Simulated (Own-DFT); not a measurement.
# Strain and stress in diamond-structure GeSn with randomly placed atoms, 64 atoms (Ge56Sn8)

These are calculations, not measurements. The program, named Own-DFT, is a retired in-house plane-wave density functional code that no person has reviewed. Each row is one single-point run on a periodic cell that was not relaxed, without spin or spin-orbit coupling.

Settings of every run: PBE; PseudoDojo norm-conserving scalar-relativistic files; cutoff 49 hartree; 3 x 3 x 3 k mesh centred on Gamma; Fermi-Dirac smearing of 0.1 eV.

Known limits: forces on such cells moved up to 12 meV/angstrom on a denser k mesh; stress not checked against mesh or cutoff.

Unstrained cell vectors in Å: (11.524, 0.000, 0.000); (0.000, 11.524, 0.000); (0.000, 0.000, 11.524). The unstrained cell has measured lattice constants (interpolated for alloys), not those of this functional. That, the random moves and any unrelaxed bonds set the pressure at no strain. Each run strains this cell uniformly, with the atoms carried along. Every atom was also moved at random, by a Gaussian of width 0.05 Å on each axis. The random placing of the alloy's atoms differs from row to row. Strain is the symmetric tensor, in per cent. Stress is positive in tension, and the pressure is minus a third of its trace.

| run | e_xx (%) | e_yy (%) | e_zz (%) | s_xx (GPa) | s_yy (GPa) | s_zz (GPa) | P (GPa) | E (meV/atom) |
|---|---|---|---|---|---|---|---|---|
| 1 | -3.00 | -3.00 | 0.00 | -11.43 | -11.33 | -9.68 | 10.82 | 111.1 |
| 2 | -0.75 | -0.75 | 0.00 | -6.30 | -6.36 | -5.93 | 6.20 | 17.1 |
| 3 | 0.75 | 0.75 | 0.00 | -3.96 | -3.91 | -4.40 | 4.09 | 8.9 |
| 4 | -2.25 | -2.25 | 0.00 | -9.52 | -9.62 | -8.26 | 9.13 | 74.2 |
| 5 | 0.25 | 0.25 | 0.00 | -5.00 | -5.29 | -5.23 | 5.17 | 39.8 |
| 6 | -1.50 | -1.50 | 0.00 | -7.90 | -7.93 | -7.14 | 7.65 | 46.8 |
| 7 | -2.50 | -2.50 | 0.00 | -9.83 | -9.78 | -8.41 | 9.34 | 62.9 |
| 8 | 2.25 | 2.25 | 0.00 | -1.79 | -1.91 | -2.96 | 2.22 | 0.0 |
| 9 | -2.00 | -2.00 | 0.00 | ? | ? | ? | ? | ? |

E is the free energy for each atom above the lowest run shown.

## Worked fit

The change of volume is close to e_xx + e_yy + e_zz. A straight line through the runs shown gives P = 5.50 - 80 x (fractional change of volume) GPa, with an error of 4 on the slope and a scatter of 0.37 GPa. The strain isn't the same on all axes, but the crystal is cubic, so the slope still estimates the bulk modulus, averaged over pressures from 2.2 to 10.8 GPa.

## Withheld run

Question: what pressure should run 9 give? Its volume changes by -3.96 %.

The line gives 8.7 GPa. The calculation gave 8.61 GPa.
